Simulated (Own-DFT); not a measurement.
# Stretching a layer in its plane: wurtzite AlGaN with randomly placed atoms, 72 atoms (Al9Ga27N36)

The numbers are computed, not measured, by runs of the plane-wave DFT program Own-DFT (in-house, retired, unreviewed) at fixed positions, with no spin and no spin-orbit coupling.

All runs used: PBE; PseudoDojo norm-conserving scalar-relativistic files; cutoff 42 hartree; 4 x 4 x 3 k mesh centred on Gamma; Fermi-Dirac smearing of 0.1 eV.

Keep in mind: forces on such cells passed a denser k mesh, each cell not checked; stress not checked against mesh or cutoff.

Unstrained cell vectors in Å: (9.509, 0.000, 0.000); (-4.755, 8.235, 0.000); (0.000, 0.000, 10.268). The unstrained cell has measured lattice constants (interpolated for alloys), not those of this functional. That, the random moves and any unrelaxed bonds set the pressure at no strain. Each run strains x and y alike by e, as a substrate would, and holds the height along z. All atoms carry random offsets, Gaussian with a width of 0.05 Å per axis. The random placing of the alloy's atoms differs from row to row. Stress is positive in tension.

```
e (%),u (Å),(s_xx + s_yy)/2 (GPa),s_zz (GPa)
-3.00,0.049,-26.52,-14.27
-3.00,0.054,-28.84,-11.12
-2.75,0.053,-24.89,-13.01
-2.75,0.051,-25.04,-12.54
-2.50,0.052,-24.30,-11.33
-2.50,0.048,-22.41,-11.36
-0.75,0.045,-11.77,-7.51
-0.75,0.055,-12.49,-9.49
0.50,0.049,?,?
0.75,0.051,-3.66,-6.08
0.75,0.051,-4.28,-5.79
1.00,0.052,-2.88,-4.70
1.00,0.051,-2.07,-6.48
2.25,0.051,4.13,-6.81
2.25,0.050,3.51,-3.80
```

## Fit

With e as a fraction, the in-plane stress is -7.8 + 568 e - 2508 e² GPa (errors 14 and 842, scatter 0.78), and s_zz is -7.8 + 157 e GPa (slope ± 17, scatter 1.25). At e = 0 the first slope is C11 + C12 and the second 2 C13, both with the ions held to the strained lattice and at the cell's own pressure. A free layer would change its height as e changes, and the in-plane slope would drop by 2 C13²/C33 to the biaxial modulus. At fixed height, a misfit of 1 % moves the in-plane stress by about 5.7 GPa and s_zz by 1.6 GPa.

## Withheld run

The question: what are the two stresses at e = 0.50 %?

Estimate: -5.1 and -7.0 GPa. The hidden result is -4.80 and -6.49 GPa.
